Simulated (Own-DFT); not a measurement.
# Stretching a layer in its plane: grey tin, 64 atoms (Sn64)

Calculated, not measured: single-point runs of Own-DFT, a retired in-house plane-wave DFT program that no person has reviewed, on unrelaxed cells, without spin or spin-orbit coupling.

Method: PBE; PseudoDojo norm-conserving scalar-relativistic files; cutoff 42 hartree; 3 x 3 x 3 k mesh centred on Gamma; cold (Marzari-Vanderbilt) smearing of 0.2 eV.

Limits: forces on such cells moved up to 12 meV/angstrom on a denser k mesh; stress not checked against mesh or cutoff.

Unstrained cell vectors in Å: (12.978, 0.000, 0.000); (0.000, 12.978, 0.000); (0.000, 0.000, 12.978). The unstrained cell has measured lattice constants (interpolated for alloys), not those of this functional. That, the random moves and any unrelaxed bonds set the pressure at no strain. Each run strains x and y alike by e, as a substrate would, and holds the height along z. Each atom got a random Gaussian move of width 0.05 Å along each axis. Stress is positive in tension.

```
e (%)  u (Å)  (s_xx + s_yy)/2 (GPa)  s_zz (GPa)
-3.00  0.050                  -7.59       -6.69
-3.00  0.049                  -7.54       -6.70
-2.25  0.052                  -6.52       -5.81
-2.25  0.050                  -6.51       -5.83
-1.75  0.053                      ?           ?
-1.25  0.051                  -5.16       -4.71
-1.25  0.047                  -5.12       -4.78
-0.25  0.048                  -3.89       -3.88
-0.25  0.050                  -3.91       -3.81
 0.50  0.050                  -3.03       -3.20
 0.50  0.049                  -3.01       -3.19
 1.00  0.049                  -2.53       -2.85
 1.00  0.051                  -2.49       -2.84
```

## Working it out

With e as a fraction, the in-plane stress is -3.6 + 116 e - 543 e² GPa (errors 1 and 46, scatter 0.02), and s_zz is -3.6 + 84 e - 628 e² GPa (slope ± 1, scatter 0.03). At e = 0 the first slope is C11 + C12 and the second 2 C12, both with the ions held to the strained lattice and at the cell's own pressure. The term in e² is negative: the layer stiffens under compression and softens under tension. A free layer would change its height as e changes, and the in-plane slope would drop by 2 C12²/C11 to the biaxial modulus. At fixed height, a misfit of 1 % moves the in-plane stress by about 1.2 GPa and s_zz by 0.8 GPa.

## Withheld run

Question: what are the two stresses at e = -1.75 %?

From the fit: -5.8 and -5.3 GPa. Computed: -5.87 and -5.43 GPa. That is outside the usual scatter, by luck or through something left out of the fit.
